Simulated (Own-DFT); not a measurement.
# Computed records: GaP (zincblende, strongly disordered by large displacements)

Computed with Own-DFT development build. A calculation, not a measurement: plane-wave PBE density functional theory by an unreviewed code, no spin, of a simulated periodic cell, stress positive in tension, free energy of the whole cell less one offset for each atom, forces on such cells passed a denser k mesh, this cell's mesh not checked; broken bonds can close the gap or carry spin, so checks made on this kind of crystal may not hold here; offsets are fitted by least squares, one for each functional and potential file, so energies compare only between cells with the same atoms and settings and are not formation energies; the far tail of each file's local potential was reset to the Coulomb form; each entry is a single point on an unrelaxed cell, so the pressure reflects the starting lattice, mostly measured values (interpolated for alloys), from which strain is counted, and rises with the displacements; printed positions are rounded, which can move forces by about a meV/angstrom; the program, named Own-DFT, is a retired in-house code; no spin-orbit coupling.

```xyz
64
Lattice="10.9010 0.0000 0.0000 0.0000 10.9010 0.0000 0.0000 0.0000 10.9010" Properties=species:S:1:pos:R:3:force_x:R:1:force_y:R:1:force_z:R:1 formula=GaP functional=PBE potential_files=PseudoDojo_norm-conserving,scalar-relativistic,standard_set wave_cutoff=42 occupations=Fermi-Dirac smearing_width=0.1 hardware=one_NVIDIA_H100 k_mesh=3_x_3_x_3_centred_on_Gamma free_energy_of_cell_above_offsets=41.508 pressure=20.24 stress_xx=-21.83 stress_yy=-19.63 stress_zz=-19.27 stress_yz=-4.85 stress_xz=2.76 stress_xy=-0.57 wall_time=621.7
Ga     0.0246    10.6670    10.8482      0.246      9.503     -2.899
Ga    10.6931     2.9603     3.1093     -6.451     -3.668     -4.596
Ga     2.4328     0.1857     2.6167      2.433       2.19     -1.832
Ga     2.2813     3.3069     0.3028      4.172      2.863      1.292
P      1.7471     1.5747     0.8326     -3.184     -7.374      3.079
P      1.2630     3.9459     3.7663       7.36      4.213      3.301
P      4.0402     1.9827     4.6364      5.847     -6.822     -6.043
P      4.0149     4.5442     1.2556     -4.552     -7.665      1.166
Ga     0.1921     0.1494     4.9084     -3.279      3.633      6.243
Ga    10.5220     3.2866     8.2479      0.227     -0.962      0.149
Ga     3.3600    10.6370     8.0802      -1.84      2.604       2.31
Ga     2.8075     2.8235     5.7708     -4.616      5.071     -2.952
P      1.7741     1.4470     6.5480     -6.613     -7.232      5.059
P      1.7165     4.5583     9.7683     -5.376      -2.19      1.367
P      4.3902     1.0175     9.8025     -0.659      0.907     -0.969
P      3.5581     4.2261     6.8475      5.903      5.111      3.566
Ga     0.2095     5.3726     0.1580     -6.853     -3.677     -4.204
Ga     0.2679     8.3877     2.1049     -1.705      2.268       2.31
Ga     2.9868     5.7331     2.5091     -4.219      0.712      1.337
Ga     2.9313     7.9980     0.0916     -1.452      2.935      1.562
P      1.0475     6.5323     1.4195      4.738      4.059      4.953
P      1.5173     9.9356     4.1246      4.256     -7.582     -2.656
P      3.7787     6.7687     4.0789      2.138      3.526      2.971
P      3.9790    10.1417     0.9287     -4.305     -3.727      1.437
Ga     0.1937     5.0821     5.3935      -1.32      1.136      0.226
Ga    10.1260     8.5139     8.2787      4.004     -1.332      2.036
Ga     2.5070     5.3923     8.2695      1.166      5.701     -7.627
Ga     2.4301     8.4705     5.7913     -4.343     -3.146     -4.532
P      1.0970     6.8804     6.5180     -0.833     -0.521       2.27
P      1.1734     9.3647    10.1766      5.833     -6.961     -5.733
P      3.5932     6.3691     9.8925      3.249      -1.07     -0.959
P      4.0116     9.2551     6.6090      4.539      3.033      0.105
Ga     5.7719     0.1019     0.6295     -1.621     -5.181     -6.372
Ga     5.1721     2.8067     2.9647      -4.77     -2.746     -7.218
Ga     8.2019     0.5709     2.5201      2.693     -6.731      2.213
Ga     7.6943     2.5282    10.5026       6.44     -7.809        1.7
P      6.8128     1.3369     1.5386     -2.017       11.1     -0.051
P      6.4023     3.6261     4.1402      7.164      5.166      5.886
P      9.6089     1.0944     3.7972      1.446      3.949      3.383
P      9.1071     4.0275     1.2795      2.854      -1.24     -2.019
Ga     5.5777     0.3663     5.8871     -1.023     -0.702     -2.217
Ga     5.2872     3.0017     8.3672     -0.587     -0.348       0.53
Ga     7.9068    10.1571     7.5877     -6.004      1.753     -4.855
Ga     8.4522     2.8020     5.1141     -1.273     -0.314      0.531
P      6.7807     1.3197     7.4335      0.686      1.872     -0.079
P      6.6942     4.1128    10.2669     -2.942      5.452     -5.943
P      9.5981     1.1275     9.6047      -1.79      2.001     -1.344
P      8.7776     4.4987     6.7000      3.097     -1.758     -1.619
Ga     5.6573     5.3015     0.7119       3.96      3.315     -1.901
Ga     5.9132     8.2010     2.3430     -3.283       3.73       4.66
Ga     8.2799     4.9536     2.9917     -1.388      2.275      2.558
Ga     8.2352     8.5077    10.8157      0.558     -0.495     -0.604
P      6.8594     6.9170     1.1672      4.643     -0.723     -1.952
P      7.3789     9.2741     4.0701     -0.888      0.964     -1.148
P      9.3024     7.1423     3.9975      0.211     -0.402     -0.437
P      9.7753    10.2146     1.3750     -5.608     -4.372       6.48
Ga     4.9514     6.1568     6.0828     -1.051     -1.446      -1.67
Ga     5.6096     8.4386     7.7009     -0.058      1.705      4.229
Ga     7.6359     5.4935     8.2677      -1.14      0.141      1.875
Ga     8.4088     8.2434     5.9542      2.889      0.261     -3.622
P      6.8819     7.1256     6.7747     -0.722     -4.944       0.28
P      7.4004    10.2606     9.3917     -2.866     -0.232      10.13
P      9.3595     6.7585     9.0937     -0.132     -1.907      3.429
P      9.6517     9.9396     6.8987      8.013      2.136     -6.573
```

Units: wave_cutoff in hartree; smearing_width, free_energy_of_cell_above_offsets in eV; pressure, stress_xx, stress_yy, stress_zz, stress_yz, stress_xz, stress_xy in GPa; wall_time in s; force_x, force_y, force_z in eV/Å.
